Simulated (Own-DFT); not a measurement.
Simulation results for HfO2 (monoclinic hafnia, atoms displaced)

All values are calculated (Own-DFT development build). A calculation, not a measurement: plane-wave density functional theory by an unreviewed code, no spin, of a simulated periodic cell, stress positive in tension, run twice, with PBE and with PBEsol, both on files made for PBE, so the change isn't that of files made for PBEsol, hafnium file: forces about 75 meV/angstrom off all-electron values; oxygen file: force components 24 meV/angstrom off all-electron in one glass; forces on such cells passed a denser k mesh, this cell's mesh not checked; the far tail of each file's local potential was reset to the Coulomb form; each entry is a single point on an unrelaxed cell, so the pressure reflects the starting lattice, mostly measured values (interpolated for alloys), from which strain is counted, and rises with the displacements; printed positions are rounded, which can move forces by about a meV/angstrom; the program, named Own-DFT, is a retired in-house code; no spin-orbit coupling; stress was not checked against mesh or cutoff.

```json
{"formula": "HfO2", "kind": "monoclinic hafnia, atoms displaced", "structure": {"cell_angstrom": [[10.234, 0.0, 0.0], [0.0, 10.35, 0.0], [-1.6955, 0.0, 10.4453]], "atoms_fractional": [["Hf", 0.13303, 0.02458, 0.08603], ["Hf", 0.33242, 0.2414, 0.12482], ["Hf", 0.38704, 0.47136, 0.40409], ["Hf", 0.12937, 0.2437, 0.35132], ["O", 0.05115, 0.17448, 0.16391], ["O", 0.47619, 0.40865, 0.09068], ["O", 0.45408, 0.33877, 0.33175], ["O", 0.02413, 0.07519, 0.42856], ["O", 0.2307, 0.38036, 0.24199], ["O", 0.25924, 0.104, 0.01314], ["O", 0.28075, 0.12662, 0.26761], ["O", 0.2106, 0.36538, 0.4992], ["Hf", 0.11425, 0.01915, 0.61621], ["Hf", 0.37266, 0.25853, 0.63877], ["Hf", 0.35696, 0.4966, 0.91278], ["Hf", 0.15352, 0.22636, 0.84765], ["O", 0.05668, 0.15541, 0.69385], ["O", 0.47054, 0.39954, 0.5703], ["O", 0.47095, 0.3533, 0.82112], ["O", 0.01301, 0.07995, 0.91858], ["O", 0.21742, 0.37191, 0.74594], ["O", 0.29202, 0.13125, 0.50876], ["O", 0.28801, 0.11659, 0.7515], ["O", 0.22858, 0.3705, 0.97713], ["Hf", 0.13368, 0.50921, 0.10841], ["Hf", 0.37057, 0.78367, 0.15964], ["Hf", 0.36345, 0.9802, 0.39933], ["Hf", 0.12968, 0.73225, 0.35176], ["O", 0.03546, 0.65014, 0.16415], ["O", 0.47364, 0.9125, 0.07715], ["O", 0.44148, 0.82637, 0.3263], ["O", 0.00855, 0.59551, 0.42396], ["O", 0.22669, 0.89581, 0.25389], ["O", 0.26732, 0.60283, 0.01596], ["O", 0.27473, 0.60302, 0.27229], ["O", 0.23259, 0.86009, 0.49153], ["Hf", 0.15204, 0.52297, 0.58392], ["Hf", 0.34596, 0.7588, 0.63397], ["Hf", 0.35734, 0.98019, 0.88965], ["Hf", 0.12065, 0.71875, 0.87851], ["O", 0.04335, 0.68068, 0.66662], ["O", 0.45795, 0.91186, 0.5855], ["O", 0.44494, 0.83872, 0.83943], ["O", 0.02831, 0.56263, 0.91205], ["O", 0.22791, 0.89028, 0.72562], ["O", 0.30035, 0.62989, 0.53264], ["O", 0.25927, 0.63146, 0.76523], ["O", 0.21943, 0.86752, 0.97744], ["Hf", 0.63793, 0.02076, 0.1121], ["Hf", 0.84956, 0.26653, 0.14813], ["Hf", 0.85515, 0.47607, 0.39355], ["Hf", 0.63514, 0.21136, 0.37071], ["O", 0.53333, 0.14729, 0.1791], ["O", 0.96601, 0.42995, 0.09648], ["O", 0.97152, 0.33409, 0.30698], ["O", 0.52249, 0.08098, 0.41916], ["O", 0.7352, 0.39532, 0.24311], ["O", 0.77626, 0.13038, 0.01471], ["O", 0.77697, 0.1326, 0.24708], ["O", 0.74246, 0.35974, 0.48643], ["Hf", 0.62903, 0.02358, 0.58427], ["Hf", 0.87675, 0.2656, 0.6221], ["Hf", 0.86554, 0.46419, 0.9044], ["Hf", 0.6455, 0.23015, 0.85231], ["O", 0.52438, 0.1681, 0.68639], ["O", 0.98358, 0.41396, 0.5798], ["O", 0.973, 0.35645, 0.80662], ["O", 0.53248, 0.07687, 0.90383], ["O", 0.71636, 0.37465, 0.74227], ["O", 0.77124, 0.13641, 0.51011], ["O", 0.78929, 0.11252, 0.7703], ["O", 0.71839, 0.37611, 0.00708], ["Hf", 0.62636, 0.51884, 0.09722], ["Hf", 0.82632, 0.77878, 0.14773], ["Hf", 0.85503, 0.98376, 0.39151], ["Hf", 0.62602, 0.71595, 0.33127], ["O", 0.54875, 0.63268, 0.17356], ["O", 0.98854, 0.92527, 0.06576], ["O", 0.96272, 0.80486, 0.34066], ["O", 0.53817, 0.60322, 0.43609], ["O", 0.7248, 0.89613, 0.23462], ["O", 0.76968, 0.61221, 0.99549], ["O", 0.77462, 0.61549, 0.2557], ["O", 0.72773, 0.885, 0.48275], ["Hf", 0.63557, 0.51539, 0.60914], ["Hf", 0.8643, 0.78453, 0.6434], ["Hf", 0.86981, 0.98714, 0.89972], ["Hf", 0.64421, 0.73593, 0.85329], ["O", 0.53312, 0.68475, 0.68713], ["O", 0.96799, 0.92782, 0.56458], ["O", 0.95916, 0.83781, 0.80035], ["O", 0.55441, 0.57828, 0.90386], ["O", 0.7302, 0.87425, 0.74495], ["O", 0.77473, 0.64918, 0.49688], ["O", 0.78606, 0.61898, 0.76863], ["O", 0.7276, 0.8905, 0.98186]]}, "settings": {"functional": "PBE, then PBEsol", "potential_files": "PseudoDojo norm-conserving, scalar-relativistic, standard set", "wave_cutoff [hartree]": 72.0, "occupations": "Fermi-Dirac", "smearing_width [eV]": 0.1, "k_mesh": "2 x 2 x 2 centred on Gamma"}, "results": {"PBE_pressure [GPa]": 16.36, "PBE_stress_xx [GPa]": -17.34, "PBE_stress_yy [GPa]": -17.74, "PBE_stress_zz [GPa]": -14.01, "PBE_stress_yz [GPa]": -3.08, "PBE_stress_xz [GPa]": -0.83, "PBE_stress_xy [GPa]": -3.74, "PBEsol_pressure [GPa]": 9.85, "PBEsol_stress_xx [GPa]": -10.83, "PBEsol_stress_yy [GPa]": -11.22, "PBEsol_stress_zz [GPa]": -7.5, "PBEsol_stress_yz [GPa]": -3.02, "PBEsol_stress_xz [GPa]": -0.48, "PBEsol_stress_xy [GPa]": -3.61, "force_element": ["Hf", "Hf", "Hf", "Hf", "O", "O", "O", "O", "O", "O", "O", "O", "Hf", "Hf", "Hf", "Hf", "O", "O", "O", "O", "O", "O", "O", "O", "Hf", "Hf", "Hf", "Hf", "O", "O", "O", "O", "O", "O", "O", "O", "Hf", "Hf", "Hf", "Hf", "O", "O", "O", "O", "O", "O", "O", "O", "Hf", "Hf", "Hf", "Hf", "O", "O", "O", "O", "O", "O", "O", "O", "Hf", "Hf", "Hf", "Hf", "O", "O", "O", "O", "O", "O", "O", "O", "Hf", "Hf", "Hf", "Hf", "O", "O", "O", "O", "O", "O", "O", "O", "Hf", "Hf", "Hf", "Hf", "O", "O", "O", "O", "O", "O", "O", "O"], "PBE_force_x [eV/angstrom]": [-2.553, 3.642, -5.067, 3.442, -1.217, -2.924, 5.095, 1.425, -0.72, 5.5, 0.449, 1.626, 9.97, -5.401, 3.932, -0.431, -5.621, 2.147, 0.023, 8.173, 1.124, -1.36, -0.756, -0.784, 1.299, -4.054, -6.302, 2.25, -1.058, -0.935, 4.608, 3.645, -0.417, -0.019, 0.302, -1.382, -3.817, 1.843, 0.964, 0.747, -0.674, 3.02, 2.944, 1.273, -1.367, -1.867, 0.917, 0.344, -0.11, 2.068, 2.008, -0.597, -1.979, -2.619, -2.379, 2.355, -1.215, -0.278, -1.387, -2.295, -1.628, 1.533, -1.387, -2.326, 5.677, -1.722, -0.04, 0.592, 0.938, -0.096, -1.363, 1.889, 8.149, 7.002, 2.82, 2.24, -9.352, -6.677, -4.377, -0.685, -0.928, 0.66, 0.122, -1.528, 1.18, -0.26, -5.554, -0.55, 1.439, -5.914, 2.093, -3.733, -1.045, -0.955, -0.747, -1.021], "PBE_force_y [eV/angstrom]": [-2.319, 5.197, 3.776, -2.723, 0.548, -1.524, -5.253, 3.048, -2.057, 3.905, 0.347, 0.538, -2.78, 2.254, -2.805, 2.955, 4.105, 1.842, -1.234, 6.217, 0.747, -1.012, 1.33, -2.595, 0.239, -1.612, -0.331, -1.555, 3.66, -1.247, -1.152, -0.726, -1.437, 4.548, 2.282, 0.411, 0.474, 8.269, -1.08, 0.217, -0.533, 2.155, -2.883, 1.467, -0.172, -7.679, -1.246, -0.375, 2.643, 3.394, 1.859, 5.61, 2.078, -2.923, 1.554, 0.832, -2.206, -0.065, -2.063, 0.667, -3.897, 3.022, 1.408, 0.3, -3.457, -1.343, -3.404, 0.981, -0.208, -2.648, 2.52, -3.506, -8.016, -4.496, -1.263, 0.882, 10.54, -6.049, 4.41, -1.667, -1.888, 4.225, 2.861, 0.397, 3.147, -3.536, -4.815, -0.239, -2.685, -3.765, 1.445, -0.703, 1.186, -2.206, -0.401, -2.711], "PBE_force_z [eV/angstrom]": [6.8, 5.07, -1.628, 0.049, -0.128, -1.099, -1.558, -1.556, -0.481, -4.825, -1.222, -1.67, -2.346, 2.783, -5.301, -0.158, -1.072, 0.514, 0.472, -0.236, -1.224, -1.097, 1.955, 2.515, 1.446, -4.115, 1.555, -0.846, 1.04, 1.466, 1.474, 0.453, -2.607, 1.837, 0.008, -2.208, 4.692, 9.294, -2.274, -5.404, -0.306, -1.567, -0.261, 1.335, 0.848, -7.045, 1.217, 2.2, -6.051, -2.212, -0.012, -5.827, 1.048, -1.955, 2.474, 0.481, 0.357, -0.379, 4.065, 0.469, 6.8, 6.431, -1.114, 1.011, -1.58, -1.803, -0.003, 2.206, -1.382, -1.305, -3.216, -2.175, -5.658, -2.542, 0.307, 5.888, 4.247, 1.454, -2.221, -0.217, 2.331, 2.933, -0.703, -0.321, 3.026, -1.86, -2.374, -0.904, -2.304, -0.39, 5.108, 1.924, -1.991, 0.021, -1.972, 3.104], "PBEsol_force_x [eV/angstrom]": [-2.547, 3.499, -4.946, 3.388, -1.158, -2.824, 4.95, 1.339, -0.691, 5.351, 0.417, 1.612, 9.76, -5.278, 3.794, -0.37, -5.472, 2.098, 0.043, 8.023, 1.099, -1.309, -0.799, -0.71, 1.256, -3.959, -6.207, 2.158, -0.972, -0.932, 4.481, 3.569, -0.292, -0.085, 0.239, -1.263, -3.741, 1.788, 0.953, 0.767, -0.674, 2.948, 2.849, 1.245, -1.271, -1.903, 0.843, 0.366, -0.093, 1.977, 1.951, -0.554, -1.888, -2.547, -2.323, 2.333, -1.078, -0.321, -1.421, -2.16, -1.605, 1.488, -1.339, -2.29, 5.53, -1.701, -0.061, 0.572, 0.918, -0.166, -1.378, 1.926, 8.026, 6.797, 2.746, 2.195, -9.124, -6.524, -4.259, -0.651, -0.828, 0.564, 0.048, -1.402, 1.135, -0.244, -5.465, -0.503, 1.397, -5.812, 2.024, -3.634, -0.94, -0.971, -0.816, -0.958], "PBEsol_force_y [eV/angstrom]": [-2.227, 5.079, 3.659, -2.638, 0.532, -1.4, -5.128, 2.93, -2.024, 3.86, 0.363, 0.555, -2.702, 2.203, -2.792, 2.903, 4.038, 1.841, -1.25, 6.034, 0.68, -0.98, 1.302, -2.534, 0.292, -1.46, -0.37, -1.54, 3.512, -1.2, -1.127, -0.721, -1.415, 4.375, 2.204, 0.364, 0.463, 8.172, -1.118, 0.155, -0.491, 2.131, -2.757, 1.434, -0.132, -7.525, -1.204, -0.339, 2.612, 3.379, 1.8, 5.416, 2.003, -2.84, 1.474, 0.818, -2.125, -0.072, -2.02, 0.613, -3.814, 3.05, 1.417, 0.26, -3.335, -1.351, -3.336, 0.956, -0.197, -2.58, 2.453, -3.42, -7.885, -4.39, -1.267, 0.735, 10.37, -5.83, 4.283, -1.676, -1.847, 4.107, 2.822, 0.448, 3.097, -3.397, -4.734, -0.323, -2.605, -3.67, 1.369, -0.681, 1.112, -2.159, -0.392, -2.653], "PBEsol_force_z [eV/angstrom]": [6.634, 5.021, -1.576, -0.026, -0.072, -1.133, -1.512, -1.443, -0.482, -4.732, -1.234, -1.633, -2.309, 2.746, -5.161, -0.237, -1.008, 0.463, 0.424, -0.165, -1.168, -1.059, 1.943, 2.456, 1.42, -3.945, 1.528, -0.835, 1.07, 1.426, 1.344, 0.47, -2.513, 1.73, 0.01, -2.163, 4.575, 9.134, -2.249, -5.369, -0.234, -1.616, -0.293, 1.366, 0.798, -6.865, 1.172, 2.138, -5.917, -2.132, -0.025, -5.698, 1.062, -1.964, 2.358, 0.537, 0.332, -0.363, 3.959, 0.456, 6.571, 6.29, -1.078, 0.946, -1.504, -1.796, -0.027, 2.168, -1.341, -1.317, -3.088, -2.118, -5.574, -2.436, 0.382, 5.767, 4.256, 1.316, -2.211, -0.221, 2.24, 2.835, -0.681, -0.283, 2.952, -1.773, -2.315, -0.936, -2.194, -0.42, 4.957, 1.961, -1.922, -0.018, -1.894, 3.066], "rms_change_of_force_components_from_PBE_to_PBEsol [eV/angstrom]": 0.083}}
```
